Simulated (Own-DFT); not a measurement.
# Strain and stress in 3C SiC, 64 atoms (C32Si32)

The numbers are computed, not measured, by runs of the plane-wave DFT program Own-DFT (in-house, retired, unreviewed) at fixed positions, with no spin and no spin-orbit coupling.

Settings: PBE; PseudoDojo norm-conserving scalar-relativistic files; cutoff 42 hartree; 4 x 4 x 4 k mesh centred on Gamma; Fermi-Dirac smearing of 0.1 eV.

Keep in mind: forces on such cells passed a denser k mesh, each cell not checked; stress not checked against mesh or cutoff.

Unstrained cell vectors in Å: (8.719, 0.000, 0.000); (0.000, 8.719, 0.000); (0.000, 0.000, 8.719). The unstrained cell has measured lattice constants (interpolated for alloys), not those of this functional. That, the random moves and any unrelaxed bonds set the pressure at no strain. In each run the cell takes a homogeneous strain; fractional positions stay. Random moves of width 0.05 Å per axis were added to every atom. Strain is the symmetric tensor, in per cent. Stress is positive in tension, and the pressure is minus a third of its trace.

```
run,e_xx (%),e_yy (%),e_zz (%),e_yz (%),e_xz (%),e_xy (%),s_xx (GPa),s_yy (GPa),s_zz (GPa),s_yz (GPa),s_xz (GPa),s_xy (GPa),P (GPa),E (meV/atom)
1,0.70,-0.36,-1.62,0.63,1.09,0.15,-5.17,-7.78,-11.14,4.30,5.81,-0.55,8.03,0.0
2,-1.30,0.67,-1.11,-1.29,-1.84,-1.11,-12.06,-6.74,-11.26,-6.23,-12.29,-7.31,10.02,41.1
3,0.61,1.46,1.05,1.26,-0.15,1.19,-0.17,2.26,0.95,6.64,-1.15,5.49,-1.01,6.6
4,-1.32,-0.91,-0.99,0.93,1.84,0.11,-14.49,-13.07,-13.80,5.99,9.47,0.98,13.79,46.5
5,-1.76,-1.12,-1.05,-1.44,1.06,-1.77,-16.66,-15.52,-15.16,-10.52,6.43,-10.12,15.78,52.4
6,-1.08,0.52,0.84,-1.65,-1.54,1.49,-8.29,-4.06,-3.49,-8.37,-7.86,8.94,5.28,24.0
7,-1.59,-1.86,-1.13,0.44,0.08,-1.69,-17.78,-17.63,-15.44,2.08,-0.09,-10.72,16.95,43.7
8,-0.35,0.97,-1.85,-1.63,-1.57,0.99,-9.09,-5.85,-12.13,-10.30,-9.38,3.19,9.02,41.8
9,0.59,-1.10,1.57,-0.20,1.51,-0.43,-2.40,-5.97,0.10,-2.84,7.39,-1.90,2.76,8.1
10,-1.56,1.96,1.21,-1.02,0.02,0.41,-6.51,1.71,-0.41,-6.06,-0.27,2.24,1.74,1.0
11,1.22,-0.12,-1.78,1.54,-1.41,1.88,-4.43,-7.80,-11.16,10.19,-8.53,10.65,7.80,39.9
12,-1.63,-1.01,0.07,-1.85,0.76,0.54,-13.05,-12.14,-9.41,-10.11,3.79,1.90,11.54,27.3
13,-1.21,-0.73,-0.77,-0.95,0.17,-1.54,-13.04,-11.99,-11.98,-7.68,1.58,-9.76,12.34,28.1
14,-1.50,-1.15,1.22,-1.02,-1.79,-1.07,-11.81,-11.50,-5.54,-4.84,-10.51,-5.03,9.62,49.8
15,-1.42,1.79,0.16,-1.16,-1.26,-0.06,-7.99,-0.70,-4.90,-6.35,-7.62,-1.74,4.53,25.2
16,0.26,-1.42,-0.52,-0.58,-0.47,1.34,?,?,?,?,?,?,?,?
```

The last column gives the free energy per atom over the lowest of the runs shown.

## Worked fit

Each stress component was fitted by least squares to a constant and the strains of the runs shown, as fractions, with shears doubled. Shear strains stay in the fit of a normal stress only where such slopes are resolved. The slopes, in GPa:

```
stress  at no strain  per e_xx  per e_yy  per e_zz  scatter
  s_xx          -5.9  400 ± 16  160 ± 14  168 ± 14     0.62
  s_yy          -5.8  169 ± 14  397 ± 12  167 ± 12     0.53
  s_zz          -5.8  169 ± 10   149 ± 9   395 ± 9     0.39
```

The slope of each shear stress on twice its own strain, from a fit on all six strains: yz 312 ± 18, xz 285 ± 11, xy 292 ± 14 GPa. These are stiffnesses along x, y and z of the frame in which the cell vectors are given, which need not be the crystal's axes. The atoms are held to the strained lattice; where symmetry lets them move under strain, relaxing them would lower some slopes. Slopes across the diagonal should nearly agree, so their difference gauges the noise. A ninth of the table's sum, 241 ± 5 GPa, estimates the bulk modulus near the mean pressure of these runs, 8.5 GPa, so it lies above the value at zero pressure.

## Withheld run

Asked: what normal stresses and pressure should run 16 give?

The fitted form gives s_xx = -8.0, s_yy = -11.8, s_zz = -9.5 and P = 9.8 GPa. Computed: -7.18, -11.67, -9.64 and P = 9.50 GPa.
